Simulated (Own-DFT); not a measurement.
SiC (4H silicon carbide, atoms displaced) (calculated)

A calculation, not a measurement: plane-wave PBE density functional theory by an unreviewed code, no spin, of a simulated periodic cell, stress positive in tension, free energy of the whole cell less one offset for each atom, forces on such cells passed a denser k mesh, this cell's mesh not checked; offsets are fitted by least squares, one for each functional and potential file, so energies compare only between cells with the same atoms and settings and are not formation energies; the far tail of each file's local potential was reset to the Coulomb form; each entry is a single point on an unrelaxed cell, so the pressure reflects the starting lattice, mostly measured values (interpolated for alloys), from which strain is counted, and rises with the displacements; printed positions are rounded, which can move forces by about a meV/angstrom; the program, named Own-DFT, is a retired in-house code; no spin-orbit coupling. Program: Own-DFT development build.

### SiC (4H silicon carbide, atoms displaced)

```
SiC
1.0
      6.1654     0.0000     0.0000
     -3.0827     5.3394     0.0000
      0.0000     0.0000    10.0681
Si C Si C Si C Si C Si C Si C Si C Si C
2 2 2 2 2 2 2 2 2 2 2 2 2 2 2 2
Direct
  0.00611 0.00985 0.40113
  0.16802 0.33206 0.15715
  0.00871 0.00811 0.09021
  0.16130 0.33230 0.34555
  0.98781 0.49704 0.40659
  0.15716 0.82491 0.15699
  0.00529 0.50051 0.10082
  0.16373 0.83470 0.33935
  0.50193 0.00466 0.40263
  0.66947 0.33330 0.15417
  0.49815 0.99556 0.09666
  0.66478 0.32764 0.33909
  0.50192 0.49650 0.40761
  0.66504 0.82339 0.15099
  0.49633 0.49654 0.09333
  0.67206 0.82794 0.34360
  0.00426 0.00476 0.90681
  0.84221 0.67236 0.65305
  0.99447 0.00107 0.59430
  0.83187 0.66442 0.83972
  0.00460 0.50066 0.90325
  0.83350 0.16605 0.65841
  0.99974 0.50494 0.59608
  0.83194 0.16185 0.84096
  0.49923 0.99966 0.90489
  0.33711 0.66637 0.65344
  0.50303 0.98929 0.58796
  0.34902 0.67429 0.84230
  0.48816 0.49414 0.90669
  0.33507 0.15844 0.65285
  0.50479 0.50635 0.59644
  0.33027 0.16594 0.84819
```

```
functional                        : PBE
potential files                   : PseudoDojo norm-conserving, scalar-relativistic, standard set
wave cutoff                       : 42 hartree
occupations                       : Fermi-Dirac
smearing width                    : 0.1 eV
hardware                          : one NVIDIA H100
k mesh                            : 5 x 5 x 3 centred on Gamma
free energy of cell above offsets : -4.769 eV
pressure                          : 3.63 GPa
stress xx                         : -2.49 GPa
stress yy                         : -4.35 GPa
stress zz                         : -4.06 GPa
stress yz                         : 0 GPa
stress xz                         : -0.03 GPa
stress xy                         : 0.68 GPa
wall time                         : 115.2 s
```

Force:
```csv
element,x (eV/Å),y (eV/Å),z (eV/Å)
Si,-0.323,-1.501,1.071
Si,-0.09,0.077,0.476
C,-0.623,-1.234,0.6
C,0.445,1.08,-0.22
Si,1.184,0.706,-0.081
Si,0.793,1.486,-0.559
C,-0.518,-0.593,-2.003
C,0.244,-0.126,1.38
Si,0.533,-1.679,-0.534
Si,-0.236,-0.664,-0.262
C,0.023,0.009,-0.841
C,-0.569,0.572,0.892
Si,-0.547,0.394,-0.155
Si,-0.089,1.373,1.05
C,0.528,-0.266,-0.26
C,-0.782,0.341,-0.52
Si,-0.387,-1.318,-0.698
Si,-1.161,-0.137,0.808
C,1.286,0.463,-0.846
C,0.137,0.159,1.284
Si,-0.388,0.235,0.327
Si,-0.112,0.181,-0.917
C,0.643,-0.78,-0.762
C,-0.09,0.761,1.048
Si,0.17,0.381,0.926
Si,-0.181,-0.28,0.343
C,-0.776,1.329,0.631
C,-1.736,-0.722,-0.161
Si,1.937,0.665,-0.399
Si,-0.564,0.773,0.579
C,0.629,-1.455,-0.813
C,0.618,-0.227,-1.386
```
